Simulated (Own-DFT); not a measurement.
# Which defects push the lattice out? D0_22 TiAl3

Source: density functional calculations with Own-DFT, an unreviewed in-house program that is no longer used. Nothing was measured or relaxed, and spin and spin-orbit coupling are left out.

Common settings: PBE; PseudoDojo norm-conserving scalar-relativistic files; cutoff 42 hartree; 4 x 4 x 4 k mesh centred on Gamma; cold (Marzari-Vanderbilt) smearing of 0.2 eV.

Known weak points: forces on such cells failed a check on a denser k mesh; stress not checked against mesh or cutoff.

All runs share one cell, with vectors in Å (-2.365, -6.981, 4.326); (-7.667, 3.491, 1.442); (-2.950, -3.488, -7.241) and a volume of 625.4 Å³. u is the rms random offset of the atoms per axis. The defect's site can differ from row to row.

| cell | formula | u (Å) | P (GPa) |
|---|---|---|---|
| no defect | Al30Ti10 | 0.0190 | 1.97 |
| no defect | Al30Ti10 | 0.0485 | 2.64 |
| no defect | Al30Ti10 | 0.0488 | 2.68 |
| one Ti vacancy | Al30Ti9 | 0.0283 | 1.82 |
| one Ti vacancy | Al30Ti9 | 0.0298 | ? |
| one Ti vacancy | Al30Ti9 | 0.0457 | 2.31 |
| one Ti vacancy | Al30Ti9 | 0.0496 | 2.29 |
| two Ti on an Al site each | Al28Ti12 | 0.0287 | 3.04 |
| two Ti on an Al site each | Al28Ti12 | 0.0350 | 3.43 |
| two Ti on an Al site each | Al28Ti12 | 0.0516 | 3.79 |
| two Al vacancies | Al28Ti10 | 0.0290 | 1.16 |
| two Al vacancies | Al28Ti10 | 0.0480 | 1.52 |
| two Al vacancies | Al28Ti10 | 0.0487 | 1.65 |
| two Al on a Ti site each | Al32Ti8 | 0.0299 | 2.94 |
| two Al on a Ti site each | Al32Ti8 | 0.0307 | 2.92 |
| two Al on a Ti site each | Al32Ti8 | 0.0491 | 3.28 |

## What the rows give

P = P0 + c u² + a shift for each defect gives P0 = 1.90 GPa, c = 315 ± 28 GPa/Å² and a scatter of 0.08 GPa. The shifts, and each times the cell's volume:

- two Ti on an Al site each: 1.03 ± 0.07 GPa, 4.0 eV (2.0 eV for each of its 2 sites)
- two Al on a Ti site each: 0.70 ± 0.07 GPa, 2.7 eV (1.4 eV for each of its 2 sites)
- one Ti vacancy: -0.32 ± 0.07 GPa, -1.3 eV
- two Al vacancies: -1.03 ± 0.07 GPa, -4.0 eV (-2.0 eV for each of its 2 sites)

A positive shift means that the defect pushes the cell outwards. Shift times volume (160.2 GPa Å³ is 1 eV) depends little on the cell's size, so, taken for each site, it can be compared between cells at like pressure. The atoms around the defects weren't relaxed, which would change these numbers.

## The run left out

Asked: what pressure belongs in the blank (one Ti vacancy, u = 0.0298 Å)?

Estimate: 1.86 ± 0.10 GPa. DFT gave 1.79 GPa.
